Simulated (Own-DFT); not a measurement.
# Misfit strain and the stress it brings: grey tin, 32 atoms (Sn32)

The numbers are computed, not measured, by runs of the plane-wave DFT program Own-DFT (in-house, retired, unreviewed) at fixed positions, with no spin and no spin-orbit coupling.

Common settings: PBE; PseudoDojo norm-conserving scalar-relativistic files; cutoff 42 hartree; 3 x 3 x 5 k mesh centred on Gamma; cold (Marzari-Vanderbilt) smearing of 0.2 eV.

Keep in mind: forces on such cells failed a check on a denser k mesh; stress not checked against mesh or cutoff.

Unstrained cell vectors in Å: (12.978, 0.000, 0.000); (0.000, 12.978, 0.000); (0.000, 0.000, 6.489). The unstrained cell has measured lattice constants (interpolated for alloys), not those of this functional. That, the random moves and any unrelaxed bonds set the pressure at no strain. Each run strains x and y alike by e, as a substrate would, and holds the height along z. All atoms carry random offsets, Gaussian with a width of 0.05 Å per axis. Stress is positive in tension.

| e (%) | u (Å) | (s_xx + s_yy)/2 (GPa) | s_zz (GPa) |
|---|---|---|---|
| -2.50 | 0.046 | -6.83 | -6.00 |
| -2.00 | 0.048 | -5.99 | -5.45 |
| -1.50 | 0.052 | -5.59 | -5.04 |
| -1.00 | 0.053 | -4.87 | -4.49 |
| -0.50 | 0.052 | -4.28 | -4.02 |
| 1.25 | 0.044 | -2.20 | -2.61 |
| 1.75 | 0.057 | -1.83 | -2.33 |
| 2.25 | 0.050 | -1.25 | -1.85 |
| 2.50 | 0.046 | ? | ? |
| 3.00 | 0.051 | -0.60 | -1.37 |

## Worked fit

With e as a fraction, the in-plane stress is -3.7 + 115 e - 399 e² GPa (errors 2 and 116, scatter 0.09), and s_zz is -3.6 + 85 e - 352 e² GPa (slope ± 1, scatter 0.05). At e = 0 the first slope is C11 + C12 and the second 2 C12, both with the ions held to the strained lattice and at the cell's own pressure. The term in e² is negative: the layer stiffens under compression and softens under tension. A free layer would change its height as e changes, and the in-plane slope would drop by 2 C12²/C11 to the biaxial modulus. At fixed height, a misfit of 1 % moves the in-plane stress by about 1.1 GPa and s_zz by 0.9 GPa.

## Test on the hidden row

Question: what are the two stresses at e = 2.50 %?

The fit gives -1.0 and -1.7 GPa. DFT gave -1.07 and -1.72 GPa.
